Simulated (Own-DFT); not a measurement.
# Computed records: GaN (wurtzite, strained, atoms displaced)

All values are calculated (Own-DFT development build). A calculation, not a measurement: plane-wave PBE density functional theory by an unreviewed code, no spin, of a simulated periodic cell, stress positive in tension, free energy of the whole cell less one offset for each atom, forces on such cells passed a denser k mesh, this cell's mesh not checked; offsets are fitted by least squares, one for each functional and potential file, so energies compare only between cells with the same atoms and settings and are not formation energies; the far tail of each file's local potential was reset to the Coulomb form; each entry is a single point on an unrelaxed cell, so the pressure reflects the starting lattice, mostly measured values (interpolated for alloys), from which strain is counted, and rises with the displacements; printed positions are rounded, which can move forces by about a meV/angstrom; the program, named Own-DFT, is a retired in-house code; no spin-orbit coupling.

Common to all runs: functional PBE; potential files PseudoDojo norm-conserving, scalar-relativistic, standard set with the stringent files for Ga; wave cutoff 96 hartree; occupations Gaussian; smearing width 0.01 eV; k mesh 3 x 4 x 3 centred on Gamma.

(1) GaN (wurtzite, strained, atoms displaced)

```xyz
96
Lattice="12.5561 -0.0561 -0.1215 -4.7450 8.4151 -0.0153 -0.0988 -0.0761 10.2783" Properties=species:S:1:pos:R:3 GaN
Ga     0.0234     1.7684     0.0314
Ga     1.6011     0.9634     2.5571
N     -0.0382     1.7974     1.9757
N      1.5689     0.8995     4.4844
Ga    -0.1009     1.7944     5.1142
Ga     1.5202     0.8894     7.6869
N     -0.1321     1.8173     7.0567
N      1.3397     0.8573     9.6139
Ga    -1.6116     4.5894    10.1259
Ga    -0.0439     3.7988     2.5599
N     -1.6049     4.6376     1.8952
N     -0.0308     3.7266     4.5188
Ga    -1.6492     4.7199     5.2061
Ga     0.0216     3.7811     7.6073
N     -1.7146     4.6429     7.0996
N     -0.0027     3.6108     9.5547
Ga    -3.2327     7.5024    -0.0195
Ga    -1.6172     6.4755     2.5946
N     -3.1096     7.4642     1.9959
N     -1.5851     6.5645     4.5058
Ga    -3.1447     7.4125     5.0895
Ga    -1.6177     6.4623     7.6490
N     -3.2830     7.4231     7.0781
N     -1.6246     6.4331     9.5459
Ga     2.9859     1.8629    10.1677
Ga     4.6206     0.9419     2.4913
N      3.1283     1.9804     2.0095
N      4.7319     0.8277     4.4323
Ga     3.0784     1.7703     5.1127
Ga     4.6462     0.8604     7.6683
N      3.0234     1.7900     7.0813
N      4.6221     0.8801     9.6233
Ga     1.3944     4.5438    10.2161
Ga     3.0719     3.6460     2.5421
N      1.5100     4.6270     1.8992
N      3.0657     3.6571     4.4479
Ga     1.4601     4.5756     5.1240
Ga     3.0615     3.6611     7.6617
N      1.5363     4.6239     7.0509
N      3.0366     3.6972     9.6067
Ga    -0.1134     7.3726    10.2047
Ga     1.5317     6.4546     2.5137
N     -0.0698     7.4042     1.8967
N      1.4172     6.5187     4.4485
Ga    -0.0742     7.4817     5.0966
Ga     1.4311     6.3989     7.5919
N     -0.0762     7.4085     6.8584
N      1.4432     6.4545     9.6863
Ga     6.1769     1.8444    -0.0688
Ga     7.9181     0.8546     2.3796
N      6.1627     1.7119     1.9450
N      7.8314     0.8138     4.4677
Ga     6.2933     1.7576     5.0525
Ga     7.8234     0.8371     7.6521
N      6.1671     1.7985     7.0058
N      7.8058     0.8301     9.5867
Ga     4.7086     4.6726    -0.0346
Ga     6.2706     3.7203     2.4764
N      4.7249     4.6531     1.8402
N      6.2347     3.6723     4.4510
Ga     4.5365     4.6925     5.0930
Ga     6.1126     3.6278     7.5837
N      4.5895     4.6114     7.0716
N      6.1728     3.7089     9.6242
Ga     2.9888     7.3890    10.1108
Ga     4.7927     6.4687     2.4542
N      3.1451     7.5226     1.8220
N      4.7283     6.4663     4.3657
Ga     3.0999     7.4318     5.0480
Ga     4.5991     6.5264     7.6065
N      3.0693     7.3502     6.9394
N      4.5956     6.3797     9.5809
Ga     9.2643     1.7746    10.1435
Ga    10.9983     0.8801     2.4274
N      9.3542     1.7596     1.8022
N     10.9311     0.8781     4.4207
Ga     9.2932     1.7887     5.0248
Ga    10.9454     0.8944     7.5976
N      9.3215     1.7342     6.9056
N     10.8981     0.8775     9.5050
Ga     7.7481     4.6750    -0.0856
Ga     9.3913     3.6521     2.4690
N      7.8167     4.5946     1.7735
N      9.3123     3.6363     4.4155
Ga     7.6752     4.5724     5.0051
Ga     9.3177     3.6598     7.5058
N      7.8244     4.6359     7.0218
N      9.2925     3.5601     9.5701
Ga     6.2209     7.4379    -0.0920
Ga     7.8253     6.4045     2.3944
N      6.2546     7.4680     1.8593
N      7.7320     6.5199     4.5161
Ga     6.1895     7.4002     4.9786
Ga     7.7453     6.4366     7.6171
N      6.1670     7.3963     6.9656
N      7.8680     6.4487     9.3953
```

| Item | Value |
| --- | --- |
| free energy of cell above offsets | -2.691 eV |
| pressure | 9.93 GPa |
| stress xx | -14.46 GPa |
| stress yy | -4.91 GPa |
| stress zz | -10.43 GPa |
| stress yz | -1.92 GPa |
| stress xz | -2.28 GPa |
| stress xy | -3.66 GPa |

Force:
```csv
element,x (eV/Å),y (eV/Å),z (eV/Å)
Ga,-1.91,2.372,0.472
Ga,-0.618,-0.824,0.32
N,1.194,1.641,-0.605
N,-1.133,-0.594,0.163
Ga,1.204,0.746,0.274
Ga,-1.84,-1.069,-0.386
N,1.97,1.422,-0.353
N,3.463,-0.886,-0.036
Ga,-0.841,-0.589,0.995
Ga,-0.323,-1.434,0.274
N,-0.304,0.298,-0.228
N,-1.947,-0.927,-0.219
Ga,-0.084,-0.857,-1.44
Ga,-2.487,-2.531,0.835
N,1.978,-0.05,-0.277
N,-1.936,-0.763,-0.141
Ga,2.648,0.23,0.738
Ga,0.843,-0.121,-0.864
N,-1.248,0.417,-1.223
N,-0.844,-1.684,-0.221
Ga,-1.529,0.962,0.942
Ga,-1.139,1.229,-0.265
N,1.579,0.624,-0.49
N,-0.815,0.55,0.66
Ga,0.018,-0.647,0.958
Ga,-0.009,-2.212,0.932
N,-0.563,-3.293,-2.953
N,-1.219,1.219,0.401
Ga,1.383,0.633,-0.029
Ga,-0.265,-0.562,-0.382
N,1.161,0.707,-0.362
N,-2.066,-1.284,-0.875
Ga,1.71,1.356,0.993
Ga,0.512,3.775,0.333
N,0.798,0.095,-0.335
N,-0.224,0.106,0.975
Ga,1.539,1.6,-0.787
Ga,0.26,-0.345,0.414
N,0.479,-0.048,-0.796
N,-0.239,-0.482,-0.161
Ga,-0.483,0.562,1.2
Ga,0.384,1.393,-0.245
N,0.005,0.748,-0.303
N,1.843,-1.276,0.153
Ga,0.777,0.27,-2.753
Ga,0.798,1.962,0.861
N,-0.109,0.122,4.758
N,-0.22,-0.929,-2.233
Ga,2.584,1.188,1.204
Ga,-2.734,-0.061,1.972
N,2.552,2.372,-1.507
N,-0.529,-0.027,-1.473
Ga,-0.764,0.627,-0.282
Ga,-0.795,-0.132,-0.511
N,0.761,-0.286,0.208
N,-2.335,-0.605,-0.815
Ga,-0.384,-0.088,-0.576
Ga,-0.675,-1.656,0.44
N,-0.815,-0.331,1.093
N,-2.329,-1.096,-0.681
Ga,1.29,-0.924,-0.127
Ga,1.736,0.654,0.811
N,-0.069,0.553,-1.102
N,-1.232,-2.037,-1.396
Ga,1.089,0.104,1.462
Ga,-2.208,0.346,-0.232
N,-0.075,-2.787,-0.088
N,-2.03,-0.441,0.314
Ga,-0.514,-0.767,-1.027
Ga,0.947,-1.007,0.655
N,-1.32,0.775,1.146
N,-0.195,1.024,-0.56
Ga,1.755,0.401,0.5
Ga,-1.231,-0.08,1.162
N,2.028,1.853,0.023
N,-1.013,-0.724,-1.064
Ga,1.546,0.271,-0.307
Ga,-1.065,-1.184,-0.222
N,0.31,1.01,1.244
N,-0.784,-1.314,0.826
Ga,2.702,0.292,-1.589
Ga,0.254,-0.454,-0.427
N,0.33,0.259,1.339
N,0.431,0.755,-0.168
Ga,2.337,1.84,1.488
Ga,-0.401,-1.634,1.765
N,-2.13,-0.911,-1.088
N,0,1.454,-1.036
Ga,0.686,0.726,-0.898
Ga,0.207,1.376,1.574
N,1.157,-0.591,-0.916
N,1.557,-1.707,-2.317
Ga,0.399,1.609,1.528
Ga,-0.412,0.452,-2.765
N,0.137,0.414,0.04
N,-2.908,-1.143,3.692
```

(2) GaN (wurtzite, strained, atoms displaced)

```xyz
96
Lattice="12.8194 -0.1895 -0.2540 -4.9304 8.3131 0.0355 -0.2065 -0.0748 10.5587" Properties=species:S:1:pos:R:3 GaN
Ga     0.0526     1.8836     0.0344
Ga     1.4983     0.8064     2.5206
N     -0.1257     1.8682     2.0020
N      1.4987     0.8373     4.6952
Ga    -0.1505     1.7815     5.2867
Ga     1.4917     0.7931     7.9193
N     -0.2188     1.8301     7.2717
N      1.3710     0.8591     9.8127
Ga    -1.6484     4.5419     0.1240
Ga    -0.1359     3.5906     2.6717
N     -1.6302     4.5918     2.0015
N     -0.1684     3.6382     4.5751
Ga    -1.8398     4.6280     5.2352
Ga    -0.2767     3.6422     7.8920
N     -1.7841     4.5315     7.2126
N     -0.2586     3.6862     9.9247
Ga    -3.6002     7.3077    10.4878
Ga    -1.7692     6.4017     2.6883
N     -3.3450     7.3682     1.9308
N     -1.8160     6.4316     4.5694
Ga    -3.5036     7.4042     5.2951
Ga    -1.8769     6.3928     7.8615
N     -3.4620     7.3905     7.3497
N     -1.8778     6.3602     9.9683
Ga     3.1605     1.8404    -0.0713
Ga     4.7490     0.8184     2.5178
N      3.1559     1.6492     1.9497
N      4.6743     0.8013     4.5401
Ga     3.1044     1.8240     5.2231
Ga     4.6596     0.8524     7.8568
N      3.0575     1.7479     7.1843
N      4.6203     0.7628     9.7298
Ga     1.4901     4.4190     0.0194
Ga     3.0518     3.5414     2.5260
N      1.5180     4.5012     1.8746
N      3.0398     3.6260     4.5004
Ga     1.3248     4.4948     5.1871
Ga     3.0101     3.4933     7.8334
N      1.4261     4.5059     7.2013
N      2.9822     3.6076     9.8313
Ga    -0.0866     7.3363    -0.0438
Ga     1.4669     6.3350     2.5753
N     -0.0998     7.2730     1.9693
N      1.4461     6.3602     4.5903
Ga    -0.1219     7.2925     5.1211
Ga     1.3753     6.3913     7.9166
N     -0.1857     7.3033     7.3169
N      1.2926     6.3284     9.8165
Ga     6.2869     1.7827    -0.1305
Ga     7.9283     0.7682     2.4425
N      6.2367     1.7422     1.8813
N      7.8400     0.7157     4.4122
Ga     6.2291     1.7362     5.1569
Ga     7.8608     0.8411     7.7771
N      6.2678     1.7368     7.1080
N      7.8473     0.7299     9.7034
Ga     4.6537     4.5918    -0.1172
Ga     6.3491     3.5482     2.4581
N      4.6986     4.5328     1.9012
N      6.2467     3.5057     4.4743
Ga     4.5546     4.5154     5.1769
Ga     6.2741     3.4871     7.7338
N      4.6259     4.3906     7.1412
N      6.2006     3.4499     9.7128
Ga     3.0202     7.2503    -0.0640
Ga     4.6384     6.3870     2.3826
N      2.9462     7.2348     1.8641
N      4.6716     6.3276     4.4472
Ga     3.0277     7.2454     5.1170
Ga     4.5279     6.1803     7.7829
N      2.8326     7.2980     7.1445
N      4.5241     6.2987     9.8024
Ga     9.5652     1.6767    -0.1467
Ga    11.0998     0.7176     2.3993
N      9.6799     1.7009     1.7705
N     11.0171     0.7251     4.5103
Ga     9.6080     1.6869     5.1246
Ga    10.9902     0.7692     7.7816
N      9.3468     1.6402     7.1547
N     10.9268     0.6469     9.6422
Ga     7.8092     4.3352    10.3356
Ga     9.5255     3.5762     2.4485
N      7.8561     4.4043     1.8712
N      9.4066     3.4007     4.3837
Ga     7.8409     4.4989     5.1449
Ga     9.4400     3.4479     7.6655
N      7.8122     4.3851     7.0770
N      9.3723     3.5516     9.6442
Ga     6.1369     7.0732    10.3433
Ga     7.8249     6.1988     2.3970
N      6.2492     7.2017     1.8420
N      7.8450     6.2475     4.4425
Ga     6.1215     7.3051     5.0897
Ga     7.6740     6.3871     7.6599
N      6.1670     7.1455     7.1433
N      7.7961     6.2352     9.8041
```

| Quantity | Value |
| --- | --- |
| free energy of cell above offsets | -3.224 eV |
| pressure | 4.41 GPa |
| stress xx | -5.23 GPa |
| stress yy | -8.01 GPa |
| stress zz | -0.01 GPa |
| stress yz | -1.43 GPa |
| stress xz | -4.29 GPa |
| stress xy | -4.61 GPa |

Force:
```csv
element,x (eV/Å),y (eV/Å),z (eV/Å)
Ga,-1.749,-0.518,-0.919
Ga,0.012,0.846,1.548
N,0.884,-1.876,-0.44
N,-0.672,1.65,-1.632
Ga,0.689,0.326,0.509
Ga,-0.724,2.528,-0.778
N,0.327,-0.942,0.073
N,0.005,0.207,1.21
Ga,-0.148,1.6,-1.58
Ga,0.738,1.389,-0.236
N,-1.138,-0.117,1.037
N,-1.66,-0.798,0.171
Ga,0.473,-0.704,0.222
Ga,1.856,0.204,0.321
N,-1.098,0.726,-0.278
N,-1.46,-2.023,-1.062
Ga,4.454,1.151,1.439
Ga,0.413,0.922,-1.648
N,-0.613,-1.32,0.466
N,-0.277,0.1,1.223
Ga,1.555,-0.887,0.705
Ga,1.102,0.093,1.23
N,-0.243,-1.857,-1.287
N,-0.958,-0.134,-0.916
Ga,1.018,-0.882,0.078
Ga,-0.168,-0.96,1.235
N,-0.989,1.402,-1.072
N,-0.475,0.454,-0.484
Ga,-0.04,-0.874,-0.274
Ga,0.434,-0.691,-1.376
N,-0.14,-0.878,0.095
N,-1.411,0.406,1.646
Ga,1.897,2.671,-1.293
Ga,1.16,0.316,0.439
N,-0.611,-0.32,1.655
N,-1.131,-0.431,-0.022
Ga,2.254,0.919,1.4
Ga,-0.586,1.607,0.097
N,-0.48,-0.219,0.094
N,-1.655,-1.355,-0.41
Ga,-0.091,-0.355,0.051
Ga,-0.778,-0.401,0.563
N,-0.639,0.151,-0.173
N,-0.583,-1.103,-1.297
Ga,-0.802,0.219,1.882
Ga,-0.39,-1.012,-0.762
N,-1.467,-0.084,-1.616
N,-0.328,-1.07,1.031
Ga,1.607,-0.555,0.242
Ga,-0.174,0.711,0.624
N,1.843,-0.212,-1.258
N,0.831,1.156,0.238
Ga,1.131,-0.569,-0.279
Ga,-1.985,-2.006,0.315
N,-0.447,-1.029,-0.012
N,-1.501,-0.167,1.325
Ga,2.246,-0.529,0.893
Ga,-2.141,-0.141,1.608
N,-0.232,-0.773,-0.827
N,-0.26,1.296,-0.103
Ga,1.727,-0.139,-0.567
Ga,-0.655,0.774,0.601
N,-0.282,0.111,-0.033
N,-0.709,1.432,0.318
Ga,0.923,0.934,-1.072
Ga,-0.52,-0.87,1.523
N,1.702,0.704,-0.188
N,-1.346,-0.191,-0.218
Ga,0.287,0.264,1.086
Ga,-0.638,1.705,0.074
N,2.457,-0.394,-0.321
N,-0.988,-0.293,-0.63
Ga,0.693,0.46,-1.036
Ga,1.153,-0.362,0.737
N,-2.512,0.466,0.224
N,1.927,0.633,-2.191
Ga,-3.504,-0.285,0.631
Ga,0.384,-0.729,-1.083
N,2.762,0.537,-2.006
N,1.3,0.464,1.848
Ga,-0.931,0.509,0.356
Ga,0.023,-0.956,-0.066
N,1.964,0.097,-1.816
N,0.424,1.809,0.34
Ga,-0.632,-1.683,-0.451
Ga,-0.469,1.303,0.636
N,0.746,1.421,0.17
N,0.562,-1.668,0.496
Ga,0.2,1.39,0.549
Ga,0.59,1.474,0.777
N,0.596,0.395,-0.81
N,-1.264,0.748,-0.726
Ga,1.207,-2.452,1.164
Ga,2.675,-2.746,1.374
N,-2.689,1.791,-1.21
N,-3.849,-1.909,-2.107
```

(3) GaN (wurtzite, strained, atoms displaced)

```xyz
96
Lattice="12.8491 0.1397 -0.1423 -4.7277 8.1423 0.0083 -0.1157 -0.0564 10.5170" Properties=species:S:1:pos:R:3 GaN
Ga    -0.0887     1.7467    10.4011
Ga     1.5603     0.8770     2.5789
N     -0.0768     1.7239     1.8961
N      1.4966     0.9215     4.5117
Ga     0.0275     1.7804     5.2565
Ga     1.6285     0.8862     7.9014
N     -0.0059     1.8737     7.3021
N      1.5767     0.8114     9.8750
Ga    -1.5620     4.5096     0.0675
Ga     0.1143     3.6292     2.5781
N     -1.5582     4.4788     1.8900
N      0.0791     3.6533     4.5855
Ga    -1.5877     4.5451     5.2178
Ga    -0.0583     3.7101     7.8520
N     -1.5984     4.4729     7.1867
N     -0.0166     3.6189     9.8262
Ga    -3.2671     7.1783    10.4979
Ga    -1.4630     6.4271     2.6740
N     -3.1600     7.2468     1.9458
N     -1.5670     6.3898     4.5052
Ga    -3.1774     7.2017     5.2833
Ga    -1.6278     6.3284     7.7835
N     -3.2942     7.2005     7.1675
N     -1.6141     6.3275     9.8183
Ga     3.2170     1.8516     0.0114
Ga     4.7846     0.9623     2.6451
N      3.2230     1.8148     1.8466
N      4.8236     0.9333     4.5650
Ga     3.1950     1.7995     5.2768
Ga     4.8694     1.0097     7.7977
N      3.1372     1.8728     7.2108
N      4.7122     0.8826     9.8327
Ga     1.6015     4.5196    10.3605
Ga     3.2165     3.6208     2.4863
N      1.7414     4.5203     1.9372
N      3.3008     3.7381     4.5818
Ga     1.6472     4.4822     5.1967
Ga     3.0979     3.5841     7.8386
N      1.5692     4.5726     7.0715
N      3.0992     3.6724     9.8098
Ga     0.0622     7.1996     0.0171
Ga     1.5964     6.3687     2.4933
N      0.1033     7.2741     1.9199
N      1.5050     6.4383     4.6191
Ga     0.0301     7.2718     5.2098
Ga     1.6579     6.3987     7.9482
N      0.0429     7.2068     7.1798
N      1.6489     6.3732     9.7916
Ga     6.3652     1.8438    10.4333
Ga     7.9646     1.0225     2.5794
N      6.4547     1.8717     1.9277
N      7.9979     0.9932     4.5559
Ga     6.3593     1.8786     5.1139
Ga     8.0252     0.9489     7.8097
N      6.3960     1.7925     7.1981
N      7.9908     0.9251     9.7580
Ga     4.8635     4.6348     0.0818
Ga     6.4152     3.6866     2.5387
N      4.8777     4.6243     1.8131
N      6.3871     3.7735     4.5201
Ga     4.8542     4.5661     5.2349
Ga     6.3616     3.6756     7.7730
N      4.8681     4.5686     7.0918
N      6.3074     3.6275     9.8143
Ga     3.1431     7.2424    10.4028
Ga     4.7838     6.3877     2.4979
N      3.2803     7.3147     1.9229
N      4.8462     6.3958     4.5406
Ga     3.1501     7.3410     5.1711
Ga     4.8373     6.4579     7.7383
N      3.2576     7.3159     7.1882
N      4.7753     6.4110     9.8512
Ga     9.5099     1.8524    10.3454
Ga    11.2098     1.0805     2.4612
N      9.6661     1.8919     1.7670
N     11.0926     1.0170     4.5145
Ga     9.6269     1.8779     5.0935
Ga    11.1549     1.0281     7.7082
N      9.6635     1.9091     7.1226
N     11.1579     1.0078     9.7715
Ga     8.0294     4.5780    10.3521
Ga     9.6525     3.6767     2.5068
N      8.0832     4.6641     1.8745
N      9.7053     3.7685     4.4872
Ga     8.1222     4.5654     5.0634
Ga     9.5750     3.6841     7.7575
N      7.9572     4.6008     7.1604
N      9.5767     3.6878     9.7377
Ga     6.4407     7.4387    10.3275
Ga     8.1404     6.4784     2.5008
N      6.5026     7.2450     1.8221
N      8.0090     6.3887     4.4690
Ga     6.5068     7.3466     5.1622
Ga     8.0857     6.3676     7.7959
N      6.4481     7.3232     7.1133
N      7.9573     6.3412     9.7386
```

| Quantity | Value |
| --- | --- |
| free energy of cell above offsets | -4.050 eV |
| pressure | 5.32 GPa |
| stress xx | -5.14 GPa |
| stress yy | -8.2 GPa |
| stress zz | -2.61 GPa |
| stress yz | -1.11 GPa |
| stress xz | -2.13 GPa |
| stress xy | 3.97 GPa |

Force:
```csv
element,x (eV/Å),y (eV/Å),z (eV/Å)
Ga,0.577,0.541,0.765
Ga,-0.178,0.816,-0.44
N,1.595,1.371,0.112
N,1.909,-0.714,0.738
Ga,-1.812,0.869,0.741
Ga,-1.217,0.053,0.043
N,-0.067,-1.404,-0.82
N,-0.832,0.966,-0.816
Ga,0.375,0.383,-2.214
Ga,-0.926,-0.559,-0.102
N,0.343,0.697,2.811
N,-1.293,-0.72,-0.81
Ga,1.058,-0.226,0.126
Ga,1.411,-0.61,0.269
N,-1.846,0.902,-0.369
N,-0.545,0.062,0.021
Ga,0.318,-0.985,0.287
Ga,-1.379,-1.273,-2.343
N,1.081,-0.633,0.061
N,-0.334,-0.174,2.003
Ga,-0.916,0.065,-1.499
Ga,0.671,0.117,0.972
N,1.308,0.385,0.898
N,-0.698,-0.946,-0.195
Ga,0.888,0.004,-2.116
Ga,0.646,0.212,-1.276
N,-0.341,-0.372,2.419
N,-1.309,0.448,-0.109
Ga,-0.44,1.009,-1.111
Ga,-2.082,-1.944,1.455
N,0.823,-2.175,-0.591
N,0.499,0.196,-0.242
Ga,-1.523,0.377,1.493
Ga,2.044,0.195,1.791
N,-2.098,0.964,-1.215
N,-1.035,-2.057,-1.267
Ga,0.356,1.725,-0.38
Ga,0.871,2.747,0.166
N,0.284,0.039,2.461
N,1.939,-1.4,-0.447
Ga,0.257,1.374,-1.529
Ga,2.204,-0.211,1.853
N,-1.151,0.579,0.248
N,2.614,-1.634,-2.009
Ga,-0.98,-0.025,1.415
Ga,-0.203,-0.398,-2.888
N,-0.701,1.036,0.237
N,-1.96,-0.696,1.153
Ga,-0.575,-0.696,0.055
Ga,1.767,-0.957,-0.323
N,-1.486,0.074,-0.325
N,-0.336,0.855,-0.614
Ga,0.996,0.862,1.167
Ga,0.145,0.646,-0.121
N,1.063,1.355,-1.547
N,-1.053,0.197,-0.082
Ga,0.458,0.213,-5.322
Ga,0.834,1.184,-0.009
N,-0.882,-1.489,4.231
N,1.515,-1.667,-0.601
Ga,-0.302,1.548,-0.775
Ga,0.412,-0.201,1.102
N,-1.679,0.132,1.796
N,0.661,0.847,-0.563
Ga,1.889,0.901,1.311
Ga,2.035,0.784,1.34
N,-1.688,0.372,-0.609
N,-0.515,0.656,-0.326
Ga,0.999,-1.54,0.253
Ga,0.437,-1.395,1.159
N,-0.955,-0.387,-0.647
N,0.594,-0.158,-1.285
Ga,0.672,0.34,0.597
Ga,0.03,-2.25,0.497
N,-1.494,0.181,1.049
N,3.164,-0.232,-1.278
Ga,-1.238,1.092,1.409
Ga,2.046,-0.531,0.751
N,-2.039,-0.037,-0.793
N,-0.148,1.532,-1.996
Ga,-1.661,-0.703,1.339
Ga,0.253,0.973,-0.718
N,-0.034,-1.229,-0.246
N,0.009,-1.151,-0.678
Ga,-1.846,0.7,1.202
Ga,0.434,0.879,0.082
N,0.912,-0.921,-1.115
N,0.622,-0.134,-0.584
Ga,-0.952,-3.44,1.803
Ga,-1.069,-0.268,-0.006
N,-0.439,1.496,0.242
N,1.48,0.789,0.093
Ga,-1.316,-0.75,-0.418
Ga,-1.354,0.742,-0.198
N,0.566,0.158,0.416
N,0.861,1.652,-0.468
```
